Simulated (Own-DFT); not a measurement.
# Strain and stress in wurtzite GaN, 72 atoms (Ga36N36)

These are calculations, not measurements. They come from Own-DFT, an in-house plane-wave density functional program, since retired, whose code no person has reviewed. Each row is one single-point run on a periodic cell that was not relaxed, without spin or spin-orbit coupling.

Settings of every run: PBE; PseudoDojo norm-conserving scalar-relativistic files (stringent for Ga); cutoff 96 hartree; 4 x 4 x 3 k mesh centred on Gamma; Gaussian smearing of 0.01 eV.

Known limits: forces not confirmed at this smearing and k mesh; stress not checked against mesh or cutoff.

Unstrained cell vectors in Å: (9.567, 0.000, 0.000); (-4.784, 8.285, 0.000); (0.000, 0.000, 10.370). The unstrained cell has measured lattice constants (interpolated for alloys), not those of this functional. That, the random moves and any unrelaxed bonds set the pressure at no strain. Each run strains this cell uniformly, with the atoms carried along. Every atom was also moved at random, by a Gaussian of width 0.05 Å on each axis. Strain is the symmetric tensor, in per cent. Stress is positive in tension, and the pressure is minus a third of its trace.

```
run  e_xx (%)  e_yy (%)  e_zz (%)  s_xx (GPa)  s_yy (GPa)  s_zz (GPa)  P (GPa)  E (meV/atom)
  1      0.00      0.00      0.50       -6.92       -7.45       -3.90     6.09           6.9
  2      0.00      0.00     -1.75       -9.47       -7.10      -15.63    10.73          23.9
  3      0.00      0.00     -1.50       -8.29       -7.50      -13.85     9.88           5.6
  4      0.00      0.00      2.50       -6.46       -3.61        2.48     2.53           7.1
  5      0.00      0.00      1.25       -6.88       -7.43       -0.89     5.07          11.7
  6      0.00      0.00      2.00       -5.98       -5.16        1.45     3.23           2.9
  7      0.00      0.00      3.00       -5.30       -4.05        4.36     1.66           0.0
  8      0.00      0.00     -1.00       -7.99       -8.10      -10.59     8.89          14.0
  9      0.00      0.00      1.00           ?           ?           ?        ?             ?
```

E is the free energy for each atom above the lowest run shown.

## Worked fit

The change of volume is close to e_xx + e_yy + e_zz. A straight line through the runs shown gives P = 7.18 - 187 x (fractional change of volume) GPa, with an error of 4 on the slope and a scatter of 0.20 GPa. The strain isn't the same on all axes and the cell isn't cubic, so the slope belongs to this path and is not the bulk modulus.

## Withheld run

Question: what pressure should run 9 give? Its volume changes by 1.00 %.

The line gives 5.3 GPa. The calculation gave 5.96 GPa.
